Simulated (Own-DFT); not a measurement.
## Calculated data, Hf₃₆O₇₁ (tetragonal hafnia with one neutral oxygen vacancy, atoms displaced)

Computed with Own-DFT development build. A calculation, not a measurement: plane-wave PBE and HSE06 DFT by an unreviewed code, no spin, of a simulated cell at Gamma alone, so results move with cell size and shape, stress positive in tension, energies less offsets, not probed for a lower state with spin; hafnium file: forces about 75 meV/angstrom off all-electron values; oxygen file: force components 24 meV/angstrom off all-electron in a glass; k mesh not checked against a denser one; forces and stress are PBE's, HSE06 gives the energy alone, and its difference from PBE has offsets of its own; offsets are fitted by least squares, one for each functional and potential file, so energies compare only between cells with the same atoms and settings and are not formation energies; the far tail of each file's local potential was reset to the Coulomb form; each entry is a single point on an unrelaxed cell, so the pressure reflects the starting lattice, taken from the Materials Project, from which strain is counted, and rises with the displacements; printed positions are rounded, which can move forces by about a meV/angstrom; the program is a retired in-house code; no spin-orbit coupling.

Settings shared by all entries: first functional PBE; second functional HSE06; exact exchange share 0.25; screening 0.11 1/bohr; exchange divergence Gygi-Baldereschi; potential files PseudoDojo norm-conserving, scalar-relativistic, made for PBE, standard set; wave cutoff 48 hartree; occupations fixed; k mesh 1 x 1 x 1 centred on Gamma.

```yaml
- entry: 1
  formula: Hf36O71
  kind: "tetragonal hafnia with one neutral oxygen vacancy, atoms displaced"
  structure:
    cell_angstrom: [[10.78, 0.0, 0.0], [0.0, 10.78, 0.0], [0.0, 0.0, 10.4493]]
    atoms_fractional:
      - [Hf, 0.99966, 0.00466, 0.9929]
      - [Hf, 0.16104, 0.15057, 0.25235]
      - [O, 0.00195, 0.15598, 0.15406]
      - [O, 0.18037, 0.99268, 0.3479]
      - [O, 0.02678, 0.16418, 0.40124]
      - [O, 0.1588, 0.99723, 0.08898]
      - [Hf, 0.00032, 0.0016, 0.49388]
      - [Hf, 0.18113, 0.18443, 0.75277]
      - [O, 0.00967, 0.16031, 0.6557]
      - [O, 0.16968, 0.00517, 0.84574]
      - [O, 0.00192, 0.15324, 0.89546]
      - [O, 0.16772, 0.99695, 0.59724]
      - [Hf, 0.98981, 0.33507, 0.00517]
      - [Hf, 0.15776, 0.49946, 0.25095]
      - [O, 0.02042, 0.49276, 0.14969]
      - [O, 0.00455, 0.49462, 0.39562]
      - [O, 0.16147, 0.33705, 0.09288]
      - [Hf, 0.9989, 0.33529, 0.49535]
      - [Hf, 0.16162, 0.50349, 0.75715]
      - [O, 0.99284, 0.51028, 0.65227]
      - [O, 0.18155, 0.32992, 0.83916]
      - [O, 0.99283, 0.5033, 0.89025]
      - [O, 0.16168, 0.32776, 0.60304]
      - [Hf, 0.99646, 0.6519, 0.9988]
      - [Hf, 0.15732, 0.83837, 0.26484]
      - [O, 0.00111, 0.82785, 0.1482]
      - [O, 0.17597, 0.67313, 0.36406]
      - [O, 0.99377, 0.83983, 0.39466]
      - [O, 0.15874, 0.67853, 0.08491]
      - [Hf, 0.99816, 0.66301, 0.50779]
      - [Hf, 0.17294, 0.82712, 0.7518]
      - [O, 0.99712, 0.82224, 0.64656]
      - [O, 0.16575, 0.67591, 0.85484]
      - [O, 0.00207, 0.83387, 0.90598]
      - [O, 0.16522, 0.65505, 0.58291]
      - [Hf, 0.3439, 0.00163, 0.98547]
      - [Hf, 0.49747, 0.16092, 0.255]
      - [O, 0.34185, 0.16453, 0.15101]
      - [O, 0.48702, 0.00942, 0.35294]
      - [O, 0.33375, 0.16549, 0.40317]
      - [O, 0.5025, 0.00274, 0.08512]
      - [Hf, 0.33728, 0.00335, 0.50018]
      - [Hf, 0.50368, 0.16598, 0.76032]
      - [O, 0.33481, 0.17407, 0.65615]
      - [O, 0.4916, 0.00026, 0.83885]
      - [O, 0.33376, 0.15702, 0.90523]
      - [O, 0.50394, 0.00326, 0.5975]
      - [Hf, 0.3292, 0.31561, 0.00496]
      - [Hf, 0.50777, 0.50234, 0.24538]
      - [O, 0.34252, 0.49953, 0.16665]
      - [O, 0.50805, 0.33789, 0.35298]
      - [O, 0.33303, 0.51127, 0.40632]
      - [O, 0.50404, 0.32876, 0.09435]
      - [Hf, 0.33348, 0.32132, 0.50009]
      - [Hf, 0.51378, 0.50084, 0.75451]
      - [O, 0.3323, 0.48913, 0.64367]
      - [O, 0.4933, 0.32546, 0.85644]
      - [O, 0.32552, 0.49771, 0.88924]
      - [O, 0.50147, 0.34135, 0.60155]
      - [Hf, 0.33685, 0.65842, 0.99847]
      - [Hf, 0.51166, 0.83545, 0.25196]
      - [O, 0.32861, 0.8335, 0.15736]
      - [O, 0.51634, 0.66854, 0.36106]
      - [O, 0.31769, 0.83745, 0.39515]
      - [O, 0.49351, 0.67048, 0.10307]
      - [Hf, 0.33516, 0.68684, 0.50304]
      - [Hf, 0.49412, 0.81664, 0.75168]
      - [O, 0.34562, 0.841, 0.65394]
      - [O, 0.4884, 0.67718, 0.83992]
      - [O, 0.33066, 0.82986, 0.89988]
      - [O, 0.4916, 0.65839, 0.59381]
      - [Hf, 0.666, 0.98773, 0.00346]
      - [Hf, 0.84172, 0.15811, 0.24539]
      - [O, 0.67179, 0.16008, 0.14365]
      - [O, 0.82841, 0.99429, 0.34401]
      - [O, 0.65524, 0.15201, 0.39834]
      - [O, 0.83123, 0.0114, 0.10274]
      - [Hf, 0.66211, 0.99888, 0.50676]
      - [Hf, 0.82495, 0.16802, 0.75379]
      - [O, 0.66221, 0.16395, 0.66086]
      - [O, 0.84595, 0.00626, 0.84582]
      - [O, 0.66784, 0.15403, 0.90306]
      - [O, 0.82194, 0.99282, 0.59105]
      - [Hf, 0.67402, 0.33826, 0.00755]
      - [Hf, 0.8327, 0.50418, 0.2549]
      - [O, 0.65062, 0.49654, 0.14334]
      - [O, 0.84092, 0.33149, 0.35737]
      - [O, 0.66436, 0.50757, 0.39992]
      - [O, 0.83139, 0.3452, 0.08835]
      - [Hf, 0.66703, 0.32547, 0.48966]
      - [Hf, 0.83541, 0.48564, 0.75511]
      - [O, 0.66119, 0.51025, 0.65244]
      - [O, 0.82319, 0.34696, 0.85299]
      - [O, 0.67695, 0.48991, 0.91264]
      - [O, 0.84684, 0.33012, 0.60061]
      - [Hf, 0.65233, 0.66816, 0.98549]
      - [Hf, 0.83432, 0.83422, 0.23551]
      - [O, 0.67194, 0.83048, 0.15106]
      - [O, 0.82894, 0.65176, 0.3467]
      - [O, 0.67208, 0.8375, 0.41008]
      - [O, 0.8263, 0.66589, 0.09178]
      - [Hf, 0.66837, 0.6716, 0.49166]
      - [Hf, 0.83085, 0.82429, 0.7422]
      - [O, 0.65599, 0.8289, 0.66169]
      - [O, 0.83754, 0.6608, 0.84409]
      - [O, 0.67388, 0.82198, 0.91183]
      - [O, 0.82626, 0.67574, 0.58933]
  results:
    "PBE_energy_of_cell_above_offsets [eV]": "-84.410"
    "HSE06_less_PBE_above_offsets [eV]": "0.755"
    "PBE_pressure [GPa]": 6.32
    "PBE_stress_xx [GPa]": -5.02
    "PBE_stress_yy [GPa]": -7.44
    "PBE_stress_zz [GPa]": -6.51
    "PBE_stress_yz [GPa]": 1.64
    "PBE_stress_xz [GPa]": -0.19
    "PBE_stress_xy [GPa]": 0.21
    force_element: [Hf, Hf, O, O, O, O, Hf, Hf, O, O, O, O, Hf, Hf, O, O, O, Hf, Hf, O, O, O, O, Hf, Hf, O, O, O, O, Hf, Hf, O, O, O, O, Hf, Hf, O, O, O, O, Hf, Hf, O, O, O, O, Hf, Hf, O, O, O, O, Hf, Hf, O, O, O, O, Hf, Hf, O, O, O, O, Hf, Hf, O, O, O, O, Hf, Hf, O, O, O, O, Hf, Hf, O, O, O, O, Hf, Hf, O, O, O, O, Hf, Hf, O, O, O, O, Hf, Hf, O, O, O, O, Hf, Hf, O, O, O, O]
    "force_x [eV/angstrom]": [0.632, 1.875, -0.717, -0.976, -1.033, 1.809, 0.301, -3.422, -2.079, 0.557, -0.416, 0.188, 3.025, 6.481, -6.613, 0.01, 0.26, 2.13, 3.178, 0.589, -0.88, 1.038, -0.129, 0.326, 1.437, -1.854, -2.24, 0.004, 1.668, 0.454, -1.482, 0.7, -0.201, -0.58, 0.593, -3.075, 1.46, -1.901, 0.496, -0.462, 0.636, -0.809, -0.305, 1.818, 0.39, -0.154, -1.319, 1.625, -3.36, -2.213, 0.223, 0.031, -0.794, 0.178, -4.475, -0.425, 0.558, 0.48, 1.569, -3.276, -3.527, 1.687, -0.967, 2.42, 1.649, -1.278, 0.82, -2.771, 1.289, 0.473, 2.105, 1.325, -2.639, 0.059, 0.918, 1.027, 0.303, -0.168, 2.314, 1.046, -1.593, 0.3, 2.322, -4.631, -0.575, 4.376, -0.989, 1.217, 1.971, -1.554, -0.716, 2.531, 0.903, -1.882, -2.813, 1.844, 2.784, -1.619, 0.595, -0.542, -0.102, -1.81, 1.292, 1.136, -0.835, -0.084, 0.854]
    "force_y [eV/angstrom]": [-3.038, 1.445, 1.424, 2.846, 0.271, 0.915, -0.414, -6.195, -0.072, -1.231, 5.703, -0.761, -1.139, 0.546, 0.494, 1.037, -0.849, -1.208, 0.218, -0.192, 4.032, -3.104, 0.569, 4.706, -3.614, 0.2, -0.611, -1.003, -1.546, 1.002, 3.48, 0.102, -2.569, -0.929, 0.761, -3.875, 2.681, 0.148, -3.416, -0.071, -0.706, -1.086, 0.528, -0.305, -1.901, 2.986, 0.354, 2.14, -0.076, 0.036, -1.436, -1.479, -0.125, 5.365, -2.541, 0.411, 1.433, 0.62, -0.921, 0.857, -0.876, 0.249, 1.776, 0.843, 0.403, -4.086, 7.301, -0.647, -7.342, -0.308, 0.724, 2.821, -0.944, 0.815, 1.793, 2.416, -1.576, -0.204, -1.17, 0.806, -1.984, 1.162, 0.35, -3.492, -1.651, 0.107, -0.684, -2.819, -0.09, 0.858, 4.973, -0.517, -5.981, 3.658, 0.067, -3.178, -0.271, 0.411, 3.264, 0.428, -1.055, -0.991, 0.692, -0.158, 0.142, 2.799, 0.259]
    "force_z [eV/angstrom]": [-0.036, -1.096, -0.657, 1.038, -0.432, 1.289, 3.019, -2.603, -0.294, -0.649, 0.691, -1.347, -1.606, 3.893, -2.757, -0.228, -0.237, 0.827, -2.475, -0.575, 3.502, 0.755, -1.582, 0.163, -3.291, 0.878, -2.739, 0.403, 0.892, -0.913, 0.385, 0.371, -1.352, -0.686, 3.412, 2.142, -1.415, -0.076, -0.773, -0.892, 1.75, 0.949, -1.207, -1.112, 1.114, -1.327, -0.086, 0.311, 3.548, -2.116, -0.423, 0.255, 0.483, 1.329, -2.332, 2.654, -0.43, 2.165, -0.572, 1.189, 0.302, 0.309, -2.634, 1.557, -0.811, -1.795, -3.317, -1.388, 4.892, -0.03, 1.742, -0.596, 0.556, 1.815, -0.378, 0.43, -0.547, -0.326, -0.176, -1.454, -0.711, -0.183, 0.899, -0.366, -0.947, -0.368, -1.406, -0.374, 3.186, 0.677, -3.414, 0.333, 1.66, -2.575, 0.697, 3.575, 1.456, -0.439, 0.116, -1.615, 0.522, 1.792, 0.556, -0.3, -0.483, -2.154, 0.633]
- entry: 2
  formula: Hf36O71
  kind: "tetragonal hafnia with one neutral oxygen vacancy, atoms displaced"
  structure:
    cell_angstrom: [[10.78, 0.0, 0.0], [0.0, 10.78, 0.0], [0.0, 0.0, 10.4493]]
    atoms_fractional:
      - [Hf, 0.99969, 0.00024, 0.99902]
      - [Hf, 0.16432, 0.16657, 0.25288]
      - [O, 0.99575, 0.16824, 0.15254]
      - [O, 0.16561, 0.9984, 0.3438]
      - [O, 0.99929, 0.16836, 0.39999]
      - [O, 0.16829, 0.00238, 0.09796]
      - [Hf, 0.00426, 0.9992, 0.5017]
      - [Hf, 0.17288, 0.17054, 0.74922]
      - [O, 0.00347, 0.16395, 0.65192]
      - [O, 0.16737, 0.00315, 0.84904]
      - [O, 0.99793, 0.171, 0.90524]
      - [O, 0.16992, 0.00235, 0.60178]
      - [Hf, 0.00184, 0.33557, 0.00438]
      - [Hf, 0.16102, 0.50146, 0.2516]
      - [O, 0.00403, 0.49502, 0.15657]
      - [O, 0.16742, 0.3329, 0.34495]
      - [O, 0.99783, 0.49824, 0.4051]
      - [O, 0.16392, 0.33589, 0.09855]
      - [Hf, 0.00038, 0.33367, 0.4998]
      - [Hf, 0.16687, 0.50149, 0.75145]
      - [O, 0.99879, 0.49864, 0.65509]
      - [O, 0.16838, 0.33619, 0.84526]
      - [O, 0.00071, 0.49662, 0.90508]
      - [O, 0.16594, 0.33577, 0.5977]
      - [Hf, 0.00248, 0.66664, 0.00033]
      - [Hf, 0.16512, 0.83711, 0.24692]
      - [O, 0.00563, 0.83258, 0.1544]
      - [O, 0.16202, 0.66653, 0.34505]
      - [O, 0.00124, 0.82727, 0.40185]
      - [O, 0.16903, 0.66898, 0.09768]
      - [Hf, 0.00257, 0.6666, 0.50372]
      - [Hf, 0.16558, 0.83095, 0.74901]
      - [O, 0.99737, 0.83442, 0.64972]
      - [O, 0.16556, 0.66404, 0.84649]
      - [O, 0.00531, 0.833, 0.89887]
      - [O, 0.17072, 0.67136, 0.59787]
      - [Hf, 0.3335, 0.0035, 0.00219]
      - [Hf, 0.49647, 0.16667, 0.25041]
      - [O, 0.33526, 0.16764, 0.15412]
      - [O, 0.50073, 0.00113, 0.34555]
      - [O, 0.33747, 0.16419, 0.40185]
      - [O, 0.50338, 0.00109, 0.09903]
      - [Hf, 0.33374, 0.99918, 0.50031]
      - [Hf, 0.5, 0.16851, 0.75011]
      - [O, 0.33248, 0.17075, 0.64985]
      - [O, 0.49557, 0.9986, 0.84612]
      - [O, 0.33453, 0.16534, 0.8989]
      - [O, 0.49682, 0.00158, 0.59933]
      - [Hf, 0.33187, 0.33321, 0.99521]
      - [Hf, 0.49973, 0.50425, 0.2477]
      - [O, 0.33674, 0.49801, 0.1527]
      - [O, 0.50123, 0.33686, 0.3427]
      - [O, 0.33557, 0.50327, 0.40125]
      - [O, 0.50349, 0.33083, 0.10226]
      - [Hf, 0.33547, 0.33537, 0.49919]
      - [Hf, 0.49946, 0.50113, 0.74683]
      - [O, 0.3327, 0.50077, 0.65149]
      - [O, 0.50028, 0.33426, 0.84983]
      - [O, 0.3306, 0.4991, 0.90074]
      - [O, 0.50022, 0.33692, 0.59365]
      - [Hf, 0.32786, 0.66477, 0.00087]
      - [Hf, 0.50564, 0.83636, 0.25095]
      - [O, 0.33391, 0.8309, 0.14484]
      - [O, 0.50447, 0.66446, 0.34078]
      - [O, 0.3334, 0.83606, 0.39876]
      - [O, 0.49866, 0.66782, 0.09784]
      - [Hf, 0.33491, 0.66878, 0.5001]
      - [Hf, 0.50193, 0.8295, 0.75172]
      - [O, 0.3328, 0.83653, 0.64942]
      - [O, 0.50138, 0.66761, 0.84664]
      - [O, 0.33482, 0.83782, 0.89843]
      - [O, 0.50191, 0.6669, 0.59165]
      - [Hf, 0.67138, 0.99796, 0.99717]
      - [Hf, 0.83706, 0.16814, 0.24796]
      - [O, 0.66506, 0.16716, 0.15199]
      - [O, 0.82997, 0.99931, 0.34596]
      - [O, 0.66587, 0.16533, 0.40325]
      - [O, 0.82891, 0.99934, 0.09928]
      - [Hf, 0.66501, 0.00136, 0.49882]
      - [Hf, 0.83467, 0.1634, 0.74818]
      - [O, 0.667, 0.16627, 0.65586]
      - [O, 0.83045, 0.00215, 0.84409]
      - [O, 0.67028, 0.16816, 0.90314]
      - [O, 0.8363, 0.0025, 0.59604]
      - [Hf, 0.66429, 0.33044, 0.00724]
      - [Hf, 0.8329, 0.49982, 0.2502]
      - [O, 0.66722, 0.50274, 0.15317]
      - [O, 0.83535, 0.33471, 0.34535]
      - [O, 0.66576, 0.50039, 0.40067]
      - [O, 0.83184, 0.33134, 0.10109]
      - [Hf, 0.66502, 0.33731, 0.49939]
      - [Hf, 0.83763, 0.4994, 0.74754]
      - [O, 0.66683, 0.50462, 0.6496]
      - [O, 0.83339, 0.33325, 0.84626]
      - [O, 0.66209, 0.49989, 0.90274]
      - [O, 0.82953, 0.33304, 0.59787]
      - [Hf, 0.66484, 0.66133, 0.99833]
      - [Hf, 0.83186, 0.83674, 0.24894]
      - [O, 0.83378, 0.66597, 0.3461]
      - [O, 0.66625, 0.83567, 0.40296]
      - [O, 0.83709, 0.66893, 0.09103]
      - [Hf, 0.66524, 0.66953, 0.50328]
      - [Hf, 0.82984, 0.83155, 0.74652]
      - [O, 0.6656, 0.83426, 0.65671]
      - [O, 0.83239, 0.66566, 0.85061]
      - [O, 0.66708, 0.83455, 0.9065]
      - [O, 0.83716, 0.66418, 0.59505]
  results:
    "PBE_energy_of_cell_above_offsets [eV]": "-101.217"
    "HSE06_less_PBE_above_offsets [eV]": "-0.154"
    "PBE_pressure [GPa]": 0.92
    "PBE_stress_xx [GPa]": -1.07
    "PBE_stress_yy [GPa]": 0.01
    "PBE_stress_zz [GPa]": -1.7
    "PBE_stress_yz [GPa]": -0.2
    "PBE_stress_xz [GPa]": 0.02
    "PBE_stress_xy [GPa]": 0.0
    force_element: [Hf, Hf, O, O, O, O, Hf, Hf, O, O, O, O, Hf, Hf, O, O, O, O, Hf, Hf, O, O, O, O, Hf, Hf, O, O, O, O, Hf, Hf, O, O, O, O, Hf, Hf, O, O, O, O, Hf, Hf, O, O, O, O, Hf, Hf, O, O, O, O, Hf, Hf, O, O, O, O, Hf, Hf, O, O, O, O, Hf, Hf, O, O, O, O, Hf, Hf, O, O, O, O, Hf, Hf, O, O, O, O, Hf, Hf, O, O, O, O, Hf, Hf, O, O, O, O, Hf, Hf, O, O, O, Hf, Hf, O, O, O, O]
    "force_x [eV/angstrom]": [0.541, 0.284, 1.284, -0.269, 0.245, -0.758, -0.294, -0.942, -0.044, -0.335, 0.144, -0.389, -1.173, 1.801, -1.29, 0.046, 0.388, 1.041, -0.524, 0.145, 0.897, 0.23, 0.1, 0.247, -0.371, 1.364, -1.454, 0.292, 0.011, -0.802, 0.054, 0.514, 0.351, 0.08, -0.277, -0.515, 0.635, 1.183, -1.092, 0.094, -0.398, -0.05, 0.273, 0.316, 0.628, 0.533, -0.138, 0.625, 0.579, 0.135, -1.205, -0.24, -0.181, -1.213, -0.371, 0.642, 0.102, -0.418, 0.115, -0.053, 1.349, -0.366, 0.027, -0.073, 0.09, 0.279, -0.336, -1.591, 0.417, -0.096, -0.451, -0.679, -1.308, -1.771, 0.54, 0.433, -0.013, 1.228, 0.114, 0.027, -0.415, 0.362, -0.385, -0.503, 0.494, -0.382, 0.359, -0.098, 0.297, 0.418, 0.407, -1.226, -0.073, 0.11, -0.002, 0.753, 0.173, -0.213, -0.159, -0.122, -0.383, 1.099, 0.886, 0.289, 0.165, 0.018, -0.814]
    "force_y [eV/angstrom]": [0.37, 0.121, -0.411, 0.723, -0.515, 0.197, -0.125, -0.759, 0.198, -0.188, -0.774, -0.229, -0.606, -0.122, 0.491, 0.087, 0.305, -0.455, -0.332, -0.645, 0.23, -0.341, 0.933, 0.046, 0.219, -1.007, 0.347, 0.079, 1.289, -0.557, 0.127, 1.106, -0.076, 0.492, 0.106, -0.262, -1.177, 0.519, -0.022, -0.441, 0.596, -0.551, -0.251, -0.791, 0.295, 0.426, 0.763, 0.025, 0.125, -0.758, 0.128, -0.461, -0.127, 0.134, -0.051, -0.451, 0.129, 0.116, 0.214, -0.022, 1.148, -0.333, 0.373, 1.452, -0.587, 0.194, 0.248, 1.463, -0.541, -0.554, -1.08, 0.182, 1.125, 0.136, 0.131, 0.059, 0.543, -0.706, 0.909, 1.381, -0.143, -1.245, -0.23, -0.249, -0.078, 0.234, 0.104, -0.209, 0.35, 0.353, -0.462, -0.674, -0.002, 0.354, -0.504, 0.138, 0.231, -0.742, 0.391, -0.366, 0.152, -1.05, 0.02, -0.259, 0.229, -0.745, 0.431]
    "force_z [eV/angstrom]": [-0.393, -0.633, -0.198, 0.817, 0.221, 0.044, -0.123, 0.12, -0.015, -0.23, 0.143, -0.632, -0.489, 0.248, -0.635, 0.505, 0.04, -0.3, 0.263, -0.382, -0.329, 0.464, -0.084, -0.334, -0.402, 0.258, -0.786, 0.228, 0.397, 0.024, -1.147, 0.351, 0.181, 0.276, 0.449, 0.27, -0.408, -0.132, -0.495, 0.523, 0.13, -0.252, 0.122, 0.291, -0.012, -0.171, 0.234, -0.472, 1.055, -0.098, -0.453, 0.772, 0.497, -0.853, -0.589, 0.669, 0.017, -0.485, -0.029, 0.637, 0.071, -1.107, 0.854, 1.021, 0.298, -0.561, -0.889, 0.424, 0.198, -0.25, 0.265, 0.808, 0.399, 0.493, 0.324, 0.054, 0.397, -0.17, 0.099, 0.206, -0.29, 0.482, 0.02, -0.195, -0.799, 0.277, -0.413, 0.34, 0.445, -0.228, -0.694, 0.961, 0.298, -0.3, -0.05, -0.338, 0.455, 0.074, -0.313, -0.128, 0.636, -1.442, 0.863, -0.777, -0.963, -0.075, 0.523]
```
